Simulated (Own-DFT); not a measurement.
Hf36O71 (tetragonal hafnia with one neutral oxygen vacancy, atoms displaced) (calculated)

A calculation, not a measurement: plane-wave PBE and HSE06 DFT by an unreviewed code, no spin, of a simulated cell at Gamma alone, so results move with cell size and shape, stress positive in tension, energies less offsets, not probed for a lower state with spin; hafnium file: forces about 75 meV/angstrom off all-electron values; oxygen file: force components 24 meV/angstrom off all-electron in a glass; k mesh not checked against a denser one; forces and stress are PBE's, HSE06 gives the energy alone, and its difference from PBE has offsets of its own; offsets are fitted by least squares, one for each functional and potential file, so energies compare only between cells with the same atoms and settings and are not formation energies; the far tail of each file's local potential was reset to the Coulomb form; each entry is a single point on an unrelaxed cell, so the pressure reflects the starting lattice, taken from the Materials Project, from which strain is counted, and rises with the displacements; printed positions are rounded, which can move forces by about a meV/angstrom; the program is a retired in-house code; no spin-orbit coupling. Program: Own-DFT development build.

Settings shared by all entries: first functional PBE; second functional HSE06; exact exchange share 0.25; screening 0.11 1/bohr; exchange divergence Gygi-Baldereschi; potential files PseudoDojo norm-conserving, scalar-relativistic, made for PBE, standard set; wave cutoff 48 hartree; occupations fixed; k mesh 1 x 1 x 1 centred on Gamma.

(1) 
```xyz
107
Lattice="10.7800 0.0000 0.0000 0.0000 10.7800 0.0000 0.0000 0.0000 10.4493" Properties=species:S:1:pos:R:3:force_x:R:1:force_y:R:1:force_z:R:1 formula=Hf36O71 PBE_energy_of_cell_above_offsets=-96.641 HSE06_less_PBE_above_offsets=0.068 PBE_pressure=2.01 PBE_stress_xx=-1.76 PBE_stress_yy=-2.15 PBE_stress_zz=-2.13 PBE_stress_yz=-1.76 PBE_stress_xz=0.24 PBE_stress_xy=0.07
Hf    10.7747    10.7518    10.4186      0.707      0.278      0.596
Hf     1.8956     1.8269     2.6467     -1.271     -1.671      -0.92
O      0.0745     1.8377     1.7018      -0.78      0.142     -0.932
O      1.7379     0.0055     3.6972      0.117      0.151     -1.429
O     10.7193     1.7616     4.2086     -0.021      0.291      0.164
O      1.8445     0.0362     0.9344     -1.309     -0.797      1.141
Hf     0.0242     0.0477     5.2732      -0.14     -1.163     -1.359
Hf     1.7164     1.8392     7.8497      1.514     -0.595      0.555
O     10.7595     1.7798     6.7938      0.193      -0.14      0.001
O      1.7997     0.0186     8.9622     -0.411     -0.082     -2.322
O     10.7190     1.7870     9.3970      0.354      0.968      0.285
O      1.8470    10.7268     6.1613     -1.175     -0.031      1.888
Hf     0.0389     3.6097     0.0133      0.092     -1.196      0.426
Hf     1.7150     5.4401     2.6137      1.661      -1.06      0.442
O      0.0493     5.3513     1.6383     -2.547     -0.313      -1.93
O      1.7870     3.5573     3.5889      0.436      1.314      1.653
O      0.0069     5.3536     4.1818      0.009      0.213     -0.098
O      1.8431     3.5602     1.1010       -0.4      0.394     -1.434
Hf     0.0109     3.5013     5.1598     -0.487      2.221      1.045
Hf     1.7853     5.4418     7.7950      -1.02     -0.967     -0.425
O      0.0716     5.3387     6.7227     -0.461      0.513      1.313
O      1.8867     3.6071     8.9250     -0.967      0.382     -0.271
O     10.7212     5.4206     9.4025      0.057     -1.114      0.502
O      1.8523     3.5196     6.2862     -0.405      0.332     -0.923
Hf    10.7723     7.1450     0.0556      1.002      1.008     -0.786
Hf     1.7655     8.9915     2.5389      -0.06      0.937      1.138
O      1.7130     7.1424     3.6126      0.573      1.331      0.546
O      0.0501     8.9842     4.1798     -0.566      0.269     -0.421
O      1.7435     7.0541     1.0650      0.547      1.065     -0.727
Hf    10.7370     7.2191     5.1537     -0.092     -1.084      0.624
Hf     1.8007     8.9647     7.7724      0.866       0.55      0.918
O     10.7239     8.9585     6.7614      0.462      0.164      0.485
O      1.7706     7.1114     8.8662       0.36      1.182      0.375
O      0.0152     8.9363     9.3726     -0.462     -0.343      0.879
O      1.7800     7.2153     6.2767      0.275     -0.176     -0.515
Hf     3.6671     0.0587    10.4224     -1.083     -0.921     -0.806
Hf     5.3869     1.8808     2.5490      0.399     -0.918      1.059
O      3.5645     1.7435     1.5665      1.213      0.338     -0.131
O      5.4230    10.7749     3.6104     -0.627      0.761     -0.506
O      3.5538     1.7780     4.1941       0.27       1.41     -0.225
O      5.4244     0.0605     1.0039     -1.086     -0.914      0.921
Hf     3.6024     0.0834     5.2301      1.346     -1.746      0.304
Hf     5.4325     1.9061     7.8590     -1.245      -1.35      0.258
O      3.5446     1.8027     6.8066      0.852     -0.077      0.159
O      5.4038     0.0517     8.8665      0.018     -0.429     -0.202
O      3.5985     1.8246     9.4459      0.159      0.554     -0.248
O      5.4809    10.7324     6.2244     -2.658      0.173      0.723
Hf     3.5768     3.6234    10.4026      0.405     -0.863      1.248
Hf     5.3788     5.4272     2.6443      0.263      0.435     -0.884
O      3.5520     5.4185     1.5810      0.863      0.053     -0.226
O      5.3659     3.6244     3.6092     -0.658     -0.005      0.569
O      3.6893     5.4717     4.1120     -0.621     -1.291      1.249
O      5.4742     3.5880     1.0108     -1.964      0.117      0.211
Hf     3.5969     3.5807     5.1827      0.793     -0.451      0.837
Hf     5.3390     5.3726     7.9006      2.701      0.298     -0.859
O      3.6358     5.4121     6.9267     -1.578     -0.072     -2.095
O      5.4380     3.6251     8.8704     -0.794      0.054      0.586
O      3.6181     5.3968     9.4130      0.326     -0.204     -0.181
O      5.5082     3.5769     6.3145     -3.241      0.139     -1.002
Hf     3.5989     7.0952    10.4004       0.36       2.16      1.344
Hf     5.3790     9.0840     2.5552     -0.334      -0.59      0.994
O      3.5326     9.0089     1.5332      0.972     -0.474      0.571
O      5.4689     7.2317     3.6608     -0.329      0.401     -0.216
O      3.5347     9.0739     4.2246      0.246     -1.932     -0.002
O      5.5009     7.1628     1.0500      -1.41       0.11     -0.409
Hf     3.5660     7.1139     5.2282      0.806      2.792      0.426
Hf     5.4759     8.8887     7.8865     -1.633      2.116      -0.82
O      3.6097     8.9704     6.8911      0.315      -0.22     -0.261
O      5.4842     7.1904     8.9067     -0.451     -0.563      0.464
O      3.6060     8.9810     9.4037      0.035     -0.861      0.594
O      5.4029     7.1491     6.3351     -0.543      0.538     -0.807
Hf     7.1255    10.6680     0.0428      1.585      4.752      0.897
Hf     9.0027     1.8235     2.6732     -0.634     -0.924     -0.737
O      7.0968     1.7758     1.6531      2.212      0.171     -0.596
O      8.9771     0.0171     3.6144      0.339     -0.526      0.015
O      7.1500     1.8296     4.1834      0.268     -0.348      0.705
O      9.0153    10.7549     1.0357      0.227     -0.214     -0.374
Hf     7.1823    10.7168     5.3411      0.188      1.598     -2.146
Hf     8.9548     1.7963     7.8349     -0.971       0.28      0.143
O      7.0689     1.8536     6.8033      3.106     -0.513       0.22
O      8.9964    10.7577     8.8526      0.031      0.006     -0.244
O      7.2051     1.8664     9.4679      0.115     -1.541     -0.428
O      8.9815     0.0141     6.1884      0.632      0.462      1.464
Hf     7.2528     3.5802     0.0571     -1.539      0.026     -1.504
Hf     8.9504     5.4314     2.5075     -0.281     -0.875      2.071
O      7.1992     5.3723     1.5147      0.417      0.315       0.18
O      8.9670     3.6001     3.6137      0.467      0.689     -0.139
O      7.1989     5.3621     4.1092     -0.096      0.556      0.043
O      8.9368     3.4797     0.9984      2.487      0.625      0.759
Hf     7.2044     3.5911     5.2176      0.735      0.092      0.058
Hf     8.9316     5.4169     7.9385      -0.31       -2.4     -3.171
O      7.1063     5.3310     6.7266      1.041      0.808      1.048
O      8.9516     3.5741     8.8570      0.412      0.585       0.03
O      7.1662     5.4076     9.3655      0.783     -0.145      0.588
O      9.0204     3.6739     6.2553     -0.184     -1.032     -0.379
Hf     7.2561     7.1918     0.0024     -2.185     -0.675     -0.319
Hf     8.9775     8.9950     2.6567      0.569      1.762     -0.118
O      7.2373     9.0218     1.5748     -0.642     -0.148      0.416
O      8.9541     7.2026     3.5875      0.196     -0.503     -0.078
O      7.1896     9.0734     4.2560      0.284     -2.059      -0.71
O      8.9786     7.1823     0.9825      0.961     -0.134      0.788
Hf     7.1397     7.1609     5.1912     -0.131     -0.155      0.184
Hf     9.0454     8.9660     7.9141     -0.193      0.267     -1.604
O      7.2286     9.0257     6.8295      0.431      -0.54      1.048
O      8.9447     7.1191     8.8511     -0.233      2.621       0.86
O      7.0982     9.0907     9.5381      0.541     -4.245     -2.493
O      8.9300     7.1766     6.1767      0.622     -0.179      0.396
```

Units: PBE_energy_of_cell_above_offsets, HSE06_less_PBE_above_offsets in eV; PBE_pressure, PBE_stress_xx, PBE_stress_yy, PBE_stress_zz, PBE_stress_yz, PBE_stress_xz, PBE_stress_xy in GPa; force_x, force_y, force_z in eV/Å.

(2) 
```xyz
107
Lattice="10.7800 0.0000 0.0000 0.0000 10.7800 0.0000 0.0000 0.0000 10.4493" Properties=species:S:1:pos:R:3:force_x:R:1:force_y:R:1:force_z:R:1 formula=Hf36O71 PBE_energy_of_cell_above_offsets=-100.733 HSE06_less_PBE_above_offsets=-0.131 PBE_pressure=0.91 PBE_stress_xx=-0.29 PBE_stress_yy=-0.97 PBE_stress_zz=-1.46 PBE_stress_yz=-0.33 PBE_stress_xz=-0.5 PBE_stress_xy=-0.04
Hf     0.0090    10.7789    10.4052     -0.429      0.761      1.221
Hf     1.7903     1.7842     2.5949     -0.056      0.089      0.797
O      0.0380     1.7374     1.6217     -1.533      0.536     -0.332
O      1.7774    10.7522     3.6543      0.314     -0.264     -0.138
O      0.0327     1.7512     4.1768     -0.425      0.949      0.595
O      1.7720     0.0138     1.0178      0.854     -0.166     -0.384
Hf     0.0044    10.7381     5.1815      -0.42      0.412      0.454
Hf     1.8245     1.7866     7.8025      -1.06      0.407      0.488
O     10.7600     1.7774     6.8126      0.063      0.847     -0.102
O      1.7933     0.0528     8.8438       0.06     -1.231     -0.085
O      0.0189     1.7890     9.4214     -0.182      0.876     -0.005
O      1.7726     0.0280     6.2412     -0.048     -0.219      0.257
Hf     0.0295     3.6014    10.3997      0.361     -1.365      0.968
Hf     1.7885     5.4084     2.6138      0.594     -1.185      0.816
O      0.0539     5.3646     1.6062     -0.901      0.714     -0.372
O      1.8208     3.5902     3.6579     -0.002      0.393     -0.414
O      0.0112     5.3488     4.2005      0.252      0.526      0.245
O      1.7584     3.5888     1.0406      0.573          0     -0.471
Hf    10.7651     3.5901     5.2612     -0.131     -0.905     -0.513
Hf     1.7786     5.4332     7.9011      1.371     -0.803     -1.448
O      0.0285     5.4111     6.8822     -0.853     -0.545     -0.285
O      1.8136     3.6167     8.8432     -0.171     -0.069        0.2
O      0.0096     5.3814     9.4489     -0.127     -0.198     -0.701
O      1.7916     3.5725     6.2482     -0.591        0.1      0.429
Hf     0.0458     7.0985    10.4105     -0.024          2      1.292
Hf     1.7702     8.9482     2.6497     -0.105      1.867      -1.09
O      0.0229     9.0109     1.6227     -0.655     -0.261      0.005
O      1.8310     7.2704     3.6397     -0.391     -2.163      0.358
O     10.7663     8.9450     4.2099      0.093     -0.055     -0.092
O      1.8196     7.2335     1.0340     -0.737     -0.469      0.081
Hf     0.0289     7.1298     5.1842     -1.133      0.415       0.64
Hf     1.7371     9.0029     7.8238      0.307      0.411     -0.118
O     10.7458     9.0190     6.8233      0.767     -0.438      0.395
O      1.7976     7.1667     8.8850       -0.3      1.013      0.258
O     10.7776     9.0240     9.4833      0.382     -1.885     -0.746
O      1.7808     7.1497     6.2287      0.186      0.151      0.271
Hf     3.5992    10.7625    10.4402      -0.89       0.45       0.31
Hf     5.3628     1.7861     2.6028     -0.288      0.779      0.741
O      3.5708     1.7831     1.6055      0.479     -0.066     -0.411
O      5.3684     0.0321     3.6518      0.043     -1.042     -0.638
O      3.5789     1.7752     4.2104     -0.007       0.01      0.521
O      5.4003    10.7583     1.0161      -0.59      0.024      0.539
Hf     3.5539    10.7348     5.2312      0.146      0.652     -0.534
Hf     5.4151     1.7629     7.8389     -0.179      0.565      0.031
O      3.5523     1.7704     6.8221      1.373      0.053     -0.143
O      5.3243    10.7319     8.8864      0.434      0.976     -0.477
O      3.5892     1.7939     9.4206      0.347      0.307      0.083
O      5.3947    10.7611     6.2070     -0.178      0.299       0.77
Hf     3.6021     3.6047     0.0096     -0.568     -0.179      0.026
Hf     5.4216     5.4312     2.6516     -1.141     -1.397      0.183
O      3.5798     5.3368     1.5988       0.27      0.637      0.126
O      5.3748     3.5717     3.6665      0.182      0.584     -0.546
O      3.5990     5.4304     4.2294     -0.195     -0.809      -0.26
O      5.3443     3.5685     1.0360      1.228      0.171     -0.263
Hf     3.5556     3.5653     5.3248      0.433      0.298     -1.917
Hf     5.3915     5.3945     7.8534     -0.215      0.829     -0.532
O      3.6540     5.4024     6.7943     -1.292     -0.279      0.779
O      5.3999     3.6419     8.8557      0.154     -1.319       0.22
O      3.6131     5.4136     9.4534      -0.16     -0.089      0.038
O      5.3622     3.5711     6.2700      0.826     -0.338      0.248
Hf     3.5706     7.1909     0.0611      1.378      0.401     -0.872
Hf     5.3495     8.9879     2.6061      0.255      0.244      0.293
O      3.5987     8.9762     1.5409      0.065     -0.085      0.729
O      5.3678     7.1586     3.6515      0.223      1.156      -0.23
O      3.5894     8.9512     4.1937        0.5      0.762      -0.67
O      5.4454     7.1680     1.0124     -0.465     -0.102      0.157
Hf     3.5948     7.1919     5.1746      0.148     -0.598      1.297
Hf     5.3773     9.0134     7.8025     -0.254     -0.944      -0.19
O      3.5368     9.0090     6.7384      0.227     -0.004      0.977
O      5.3710     7.2209     8.8446      0.317     -0.106     -0.071
O      3.6263     9.0147     9.4468     -0.639     -1.004     -0.392
O      5.3815     7.1574     6.2598      0.164       0.54     -0.374
Hf     7.1188     0.0150     0.0100      1.746     -0.193     -0.151
Hf     8.9557     1.8235     2.6355      0.886     -0.626      -0.27
O      7.1753     1.7918     1.5837      0.159      0.348     -0.158
O      8.9508     0.0005     3.6408     -0.001      0.394      -0.18
O      7.1431     1.8052     4.1960      0.449       0.24      0.057
O      8.9700     0.0012     1.0439     -0.314     -0.223     -0.283
Hf     7.1920     0.0122     5.1938      0.729      0.028      0.537
Hf     8.9848     1.8371     7.8202      0.601     -1.489      0.158
O      7.2445     1.7825     6.8087     -0.941      0.448     -0.131
O      9.0067    10.7761     8.8670      0.039      0.091     -0.337
O      7.1847     1.7272     9.3955     -0.596      1.302      0.246
O      9.0172    10.7417     6.2266     -0.696      0.214     -0.271
Hf     7.1911     3.6242     0.0102     -0.466     -1.075     -0.216
Hf     8.9175     5.4450     2.5705      1.948     -0.265      1.232
O      7.2041     5.4131     1.6317       -0.9     -0.374     -0.953
O      8.9831     3.6014     3.6336     -0.195      0.285      0.165
O      7.1567     5.3925     4.2357     -0.018      0.071     -0.568
O      9.0142     3.6666     0.9643     -0.479     -0.279      0.233
Hf     7.1715     3.6160     5.2319      0.042     -0.343      0.021
Hf     8.9527     5.4062     7.8701      0.048     -0.401     -1.513
O      7.2197     5.4070     6.7833     -0.319     -0.747      0.573
O      8.9273     3.5892     8.8455      0.103      0.417     -0.253
O      7.1686     5.3925     9.4260      0.466      0.503      0.314
Hf     7.2469     7.2062    10.4362     -1.039      0.544     -0.094
Hf     8.9567     9.0582     2.5613       0.91     -0.385      0.683
O      7.1843     8.9621     1.6119     -0.422     -0.169     -0.337
O      8.9591     7.1899     3.6551     -0.079      0.005     -0.729
O      7.1924     9.0080     4.2309     -0.378     -0.361     -0.551
O      9.0217     7.1494     1.0203     -0.014     -0.111     -0.483
Hf     7.1726     7.2172     5.2317      0.592     -0.012      0.407
Hf     8.9638     8.9525     7.8735      -0.02      2.002     -1.216
O      7.1967     8.9982     6.8000     -0.391     -0.213      0.379
O      9.0082     7.2028     8.8031     -0.004     -0.651      1.532
O      7.1965     9.0148     9.4074      0.059     -0.635      0.351
O      8.9735     7.1685     6.2519      0.459      0.036     -0.215
```

Units: PBE_energy_of_cell_above_offsets, HSE06_less_PBE_above_offsets in eV; PBE_pressure, PBE_stress_xx, PBE_stress_yy, PBE_stress_zz, PBE_stress_yz, PBE_stress_xz, PBE_stress_xy in GPa; force_x, force_y, force_z in eV/Å.
